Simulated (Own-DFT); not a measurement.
# Which defects push the lattice out? C40 NbSi2

Everything here is calculated. The program is Own-DFT (plane waves, in-house, since retired, never reviewed by a person); positions were held fixed, and spin and spin-orbit coupling were off.

Settings: PBE; PseudoDojo norm-conserving scalar-relativistic files; cutoff 42 hartree; 4 x 4 x 5 k mesh centred on Gamma; cold (Marzari-Vanderbilt) smearing of 0.2 eV.

Limits: forces on such cells failed a check on a denser k mesh; stress not checked against mesh or cutoff.

All runs share one cell, with vectors in Å (0.000, 8.324, 0.000); (-9.613, 0.000, 0.000); (0.000, 0.000, 6.586) and a volume of 527.0 Å³. Atoms were moved at random from their sites; u is the rms move along one axis. The defect's site can differ from row to row.

```
                    cell   formula   u (Å)  P (GPa)
               no defect  Nb12Si24  0.0194     1.50
               no defect  Nb12Si24  0.0467     2.53
               no defect  Nb12Si24  0.0469     2.54
          one Si vacancy  Nb12Si23  0.0288     1.01
          one Si vacancy  Nb12Si23  0.0504     2.41
          one Si vacancy  Nb12Si23  0.0530     2.21
two Nb on a Si site each  Nb14Si22  0.0287     7.37
two Nb on a Si site each  Nb14Si22  0.0485     8.28
two Nb on a Si site each  Nb14Si22  0.0487     8.16
two Si on a Nb site each  Nb10Si26  0.0268     1.57
two Si on a Nb site each  Nb10Si26  0.0269     1.54
two Si on a Nb site each  Nb10Si26  0.0450        ?
two Si on a Nb site each  Nb10Si26  0.0497     2.53
```

## Fit

P = P0 + c u² + a shift for each defect gives P0 = 1.25 GPa, c = 595 ± 43 GPa/Å² and a scatter of 0.12 GPa. The shifts, and each times the cell's volume:

- two Nb on a Si site each: 5.59 ± 0.10 GPa, 18.4 eV (9.2 eV for each of its 2 sites)
- two Si on a Nb site each: -0.14 ± 0.10 GPa, -0.5 eV (-0.2 eV for each of its 2 sites) (not resolved)
- one Si vacancy: -0.60 ± 0.10 GPa, -2.0 eV

Against the defect-free cell, a freed cell would be larger where the shift is positive and smaller where it is negative (160.2 GPa Å³ is 1 eV). The atoms around the defects weren't relaxed, which would change these numbers.

## Check

Question: what pressure belongs in the blank (two Si on a Nb site each, u = 0.0450 Å)?

From the fit: 2.31 ± 0.15 GPa. DFT gave 2.18 GPa.
